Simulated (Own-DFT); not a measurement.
Al31GaO48 (corundum with substituted atoms, atoms displaced) (calculated)

A calculation, not a measurement: plane-wave PBE density functional theory by an unreviewed code, no spin, of a simulated periodic cell, stress positive in tension, free energy of the whole cell less one offset for each atom, defect cell not probed for a lower state with spin; oxygen file: force components 24 meV/angstrom off all-electron in one glass; forces on such cells passed a denser k mesh, this cell's mesh not checked; offsets are fitted by least squares, one for each functional and potential file, so energies compare only between cells with the same atoms and settings and are not formation energies; the far tail of each file's local potential was reset to the Coulomb form; each entry is a single point on an unrelaxed cell, so the pressure reflects the starting lattice, mostly measured values, from which strain is counted, and rises with the displacements; printed positions are rounded, which can move forces by about a meV/angstrom; the program is a retired in-house code; no spin-orbit coupling; before rounding, a Quantum ESPRESSO 7.3.1 run of the same cell and cutoff gave forces within 1 meV/angstrom rms on each cell, which checks the program and not the settings. Program: Own-DFT development build.

```xyz
80
Lattice="5.4940 0.0000 8.6604 -2.7470 4.7579 8.6604 -2.7470 -4.7579 8.6604" Properties=species:S:1:pos:R:3:force_x:R:1:force_y:R:1:force_z:R:1 formula=Al31GaO48 functional=PBE potential_files=PseudoDojo_norm-conserving,scalar-relativistic,standard_set wave_cutoff=72 occupations=Fermi-Dirac smearing_width=0.1 k_mesh=3_x_3_x_3_centred_on_Gamma free_energy_of_cell_above_offsets=-52.471 pressure=11.09 stress_xx=-10.96 stress_yy=-11.49 stress_zz=-10.81 stress_yz=0.27 stress_xz=-0.17 stress_xy=-0.02
Al    -0.0068    -0.0193     4.6409      0.557      0.431     -1.079
Al    -0.0230    -0.0710     8.4136      1.374      2.196      0.441
Al    -0.0499    -0.0582    11.0511      0.624       1.35      0.688
Al    -0.0212     0.0320     1.9144     -0.046     -1.009      1.323
O     -0.1036     1.6452     7.5832     -0.026     -0.096      0.522
O      1.5084    -0.6964     7.5457     -0.177     -0.158      0.369
O     -1.3612    -0.8465     7.6830     -1.995     -1.821     -2.446
O      0.0998    -1.6392     5.3566     -0.798     -1.101      2.007
O     -1.4719     0.7159     5.4610      0.101      0.275     -0.052
O      1.4057     0.9522     5.4182      0.577     -0.121      0.359
Al    -1.2980    -2.4405     8.8360     -1.596      1.831      1.366
Al    -1.3726    -2.3662    12.7204     -0.836     -1.111      0.057
Al    -1.3828    -2.3765    15.3871      0.194     -0.931      0.141
Al    -1.5315    -2.3951     6.2353      2.719      1.408     -0.267
O     -1.5180    -0.7209    11.9550      0.549     -0.255     -0.224
O      0.2117    -3.1118    11.9649     -2.388      0.042     -1.007
O     -2.8589    -3.3028    11.8796      2.362      0.251      1.404
O     -1.2329    -4.0594     9.8041      0.127      1.143     -1.644
O     -2.8984    -1.5788     9.7083      1.348     -1.238     -0.435
O      0.0063    -1.3963     9.7166     -0.004     -2.242      0.311
Al    -1.4229     2.3004     8.8905      0.727      1.112      0.229
Al    -1.4227     2.3633    12.7351      2.004      1.991      0.201
Al    -1.4107     2.3758    15.4383      2.024      1.472     -2.381
Al    -1.3557     2.3630     6.2671     -0.756      0.104      0.026
O     -1.5796     4.0717    11.9592       1.63      0.035      -1.36
O      0.1041     1.6273    11.8885     -1.374     -0.733     -0.758
O     -2.7084     1.4596    11.9243     -1.132     -0.657      -0.57
O     -1.2182     0.7650     9.7669     -0.744     -0.924      0.497
O     -2.8488     3.1323     9.7003     -0.006     -0.027      0.541
O      0.0404     3.2392     9.7982     -1.092      0.695     -1.731
Al    -2.6779     0.0642    13.3009     -1.146     -1.361     -0.685
Al    -2.7084    -0.0020    17.1298     -1.123     -0.982     -1.323
Al    -2.7286     0.0159    19.6154     -0.089     -1.843      3.904
Al    -2.7291     0.0444    10.5990     -0.717     -1.033     -0.802
O     -2.8336     1.7640    16.1855     -1.233     -2.497      1.855
O     -1.2481    -0.6866    16.1487     -0.737     -0.127      1.491
O     -4.1517    -0.9012    16.1857      1.408     -0.231      1.226
O     -2.6224    -1.7547    14.1283      0.064      2.332     -1.424
O     -4.2430     0.7769    14.0713      0.144     -0.991     -0.606
O     -1.3450     0.9906    14.0336      0.133     -1.466      1.552
Al     2.7629    -0.0545     8.8465     -0.265      1.303      1.939
Al     2.7563    -0.0803    12.8154     -0.397      1.239      -2.44
Al     2.7346     0.0438    15.3324      0.889     -0.247      1.145
Al     2.8435     0.0434     6.3239     -2.076     -1.796     -1.545
O      2.5953     1.6234    11.9717      2.221     -1.014     -2.221
O      4.2630    -0.7508    12.0038     -1.141     -0.527     -1.447
O      1.3392    -0.9117    11.8369      0.662      -0.38      1.405
O      2.8817    -1.6222     9.6950     -0.536      -0.95      0.941
O      1.2475     0.7015     9.8465      0.886     -2.879     -3.253
O      4.1536     0.9381     9.7593     -0.799     -0.302     -0.457
Al     1.2571    -2.4312    13.3067      1.572      1.367     -1.395
Al     1.3859    -2.3763    17.1155      0.991      0.567      1.167
Al     1.3210    -2.4090    19.8084     -0.307      0.715     -1.483
Al     1.3967    -2.3552    10.5717      0.443      0.249      0.663
O      1.3348    -0.6922    16.1891     -1.648     -1.256      0.778
O      2.9129    -3.1604    16.2493     -0.565      1.057      0.136
O      0.0614    -3.3215    16.3530     -1.285      0.762     -1.813
O      1.4665    -4.0114    14.1019       1.03      0.079      0.614
O     -0.0998    -1.5868    14.1406     -0.195     -0.823     -0.535
O      2.7731    -1.3872    14.0173     -1.269     -2.055      1.413
Ga     1.4019     2.3138    13.1637     -1.661      2.612      1.266
Al     1.3711     2.3737    17.0607      0.602     -0.084      1.018
Al     1.3960     2.3387    19.7507     -0.326      0.988     -0.201
Al     1.3481     2.2027    10.5425      0.299      3.746      1.814
O      1.2885     4.0532    16.2941      0.231     -0.132     -1.121
O      2.8095     1.5418    16.2906      1.024      1.917     -0.245
O      0.0265     1.4821    16.2983     -1.536     -0.827     -1.083
O      1.5355     0.7704    14.0608     -0.856     -3.176      1.871
O     -0.1098     3.0459    14.0120     -0.962      1.893       2.19
O      2.7372     3.2839    14.1055      1.446      1.273      0.451
Al    -0.0413    -0.0902    17.4829      1.727      1.108      2.288
Al     0.0026     0.0226    21.3921     -0.094     -1.027     -0.747
Al     0.0065     0.0151    24.0512     -0.057     -1.389     -0.287
Al     0.0043     0.0136    14.9919      1.026      1.411      -2.14
O     -0.1552     1.6751    20.5873      1.192     -0.066     -0.295
O      1.4976    -0.7414    20.4443     -0.722       1.35      2.579
O     -1.4063    -0.8749    20.6180       0.41      0.617     -1.125
O      0.1039    -1.6577    18.4436      -0.64     -0.214     -0.931
O     -1.5052     0.6570    18.4169       0.79      1.411     -1.061
O      1.4057     0.9519    18.3816     -0.752     -0.238      0.432
```

Units: wave_cutoff in hartree; smearing_width, free_energy_of_cell_above_offsets in eV; pressure, stress_xx, stress_yy, stress_zz, stress_yz, stress_xz, stress_xy in GPa; force_x, force_y, force_z in eV/Å.
